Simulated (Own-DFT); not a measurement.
# How strain changes the stress of 2H SiC, 32 atoms (C16Si16)

All numbers below are calculated, not measured. They come from Own-DFT, an in-house plane-wave density functional program, since retired, whose code no person has reviewed. Each row is one single-point run on a periodic cell that was not relaxed, without spin or spin-orbit coupling.

Settings of every run: PBE; PseudoDojo norm-conserving scalar-relativistic files; cutoff 42 hartree; 5 x 5 x 3 k mesh centred on Gamma; Fermi-Dirac smearing of 0.1 eV.

Known limits: forces on such cells passed a denser k mesh, each cell not checked; stress not checked against mesh or cutoff.

Unstrained cell vectors in Å: (6.165, 0.000, 0.000); (-3.083, 5.339, 0.000); (0.000, 0.000, 10.068). The unstrained cell has measured lattice constants (interpolated for alloys), not those of this functional. That, the random moves and any unrelaxed bonds set the pressure at no strain. Each run strains this cell uniformly, with the atoms carried along. Every atom was also moved at random, by a Gaussian of width 0.05 Å on each axis. Strain is the symmetric tensor, in per cent. Stress is positive in tension, and the pressure is minus a third of its trace.

```
run,e_xx (%),e_yy (%),e_zz (%),e_yz (%),e_xz (%),e_xy (%),s_xx (GPa),s_yy (GPa),s_zz (GPa),s_yz (GPa),s_xz (GPa),s_xy (GPa),P (GPa),E (meV/atom)
1,-0.19,1.10,1.30,-1.06,-0.40,0.69,-4.73,1.73,1.39,-3.90,-1.15,2.93,0.54,14.2
2,0.16,-0.39,1.70,1.94,-0.15,0.74,-1.73,-6.72,2.60,7.25,-1.17,2.98,1.95,10.7
3,-0.53,0.78,-1.13,-0.25,-1.23,1.35,-9.52,0.34,-16.10,-1.19,-3.56,6.55,8.43,60.3
4,0.33,-1.49,0.14,0.56,-1.86,1.86,-5.42,-13.22,-6.96,2.04,-7.37,11.14,8.53,52.1
5,0.62,-0.25,-0.17,-0.25,0.03,1.49,-1.11,-4.25,-9.71,-0.53,-0.49,7.69,5.02,21.5
6,0.64,0.04,-1.32,0.41,0.02,1.52,0.80,-3.17,-21.90,2.84,-1.14,7.30,8.09,53.5
7,-0.51,-0.19,0.18,-1.93,1.08,-1.94,-5.15,-7.28,-7.05,-7.86,3.34,-7.80,6.49,30.8
8,-0.72,-0.46,-1.05,1.92,-1.58,-1.53,-10.42,-4.91,-16.54,5.56,-5.11,-7.07,10.62,49.6
9,1.32,-1.51,-1.69,-1.54,-0.34,-1.79,1.14,-10.08,-19.76,-4.58,-2.45,-9.11,9.57,23.9
10,-1.59,0.63,-1.64,0.36,-0.25,1.11,-16.98,-1.11,-19.53,0.58,0.00,4.80,12.54,63.6
11,-0.39,1.33,-1.99,-1.51,-0.89,1.21,-8.75,2.85,-20.25,-4.48,-3.02,5.23,8.71,59.6
12,-0.32,-1.39,0.36,-1.60,-1.66,-0.29,-4.17,-10.32,-8.93,-5.23,-4.08,-0.10,7.80,10.6
13,0.72,0.51,1.16,1.22,-1.86,0.51,2.33,-3.66,0.84,4.86,-5.38,1.20,0.16,26.4
14,-1.96,1.90,1.93,0.12,1.63,-0.70,-12.85,4.28,4.39,0.50,3.82,-2.51,1.39,27.9
15,-1.42,-1.33,0.19,0.02,-1.43,-1.53,-11.88,-15.26,-7.37,2.79,-4.12,-7.35,11.50,33.5
16,0.09,-0.14,1.50,-0.82,0.96,-0.87,-3.82,-3.39,2.36,-3.41,2.23,-4.97,1.61,0.0
17,-0.07,0.20,-1.76,-1.79,0.72,-1.55,-8.42,-2.12,-16.64,-6.02,1.89,-8.09,9.06,34.5
18,-0.26,-1.17,-0.58,0.97,0.93,-1.44,?,?,?,?,?,?,?,?
```

E is the free energy for each atom above the lowest run shown.

## Worked fit

Each stress component was fitted by least squares to a constant and the strains of the runs shown, as fractions, with shears doubled. Shear strains stay in the fit of a normal stress only where such slopes are resolved. The slopes, in GPa:

```
stress  at no strain  per e_xx  per e_yy  per e_zz  scatter
  s_xx          -4.4  595 ± 53   16 ± 45  122 ± 31     1.67
  s_yy          -4.1   88 ± 48  550 ± 41  -42 ± 29     1.52
  s_zz          -8.4   21 ± 59   57 ± 51  671 ± 36     1.88
```

Each shear stress against twice its own strain: yz 172 ± 13, xz 131 ± 11, xy 256 ± 11 GPa. These are stiffnesses along x, y and z of the frame in which the cell vectors are given, which need not be the crystal's axes. The atoms are held to the strained lattice; where symmetry lets them move under strain, relaxing them would lower some slopes. The table should be nearly symmetric about its diagonal, and what it lacks of that shows the noise. A ninth of its sum, 231 ± 8 GPa, estimates the bulk modulus near the mean pressure of these runs, 6.6 GPa, so it lies above the value at zero pressure.

## Withheld run

Question: what normal stresses and pressure should run 18 give?

The fit gives s_xx = -6.8, s_yy = -10.5, s_zz = -13.0 and P = 10.1 GPa. The calculation gave -7.34, -9.85, -14.00 and P = 10.39 GPa.
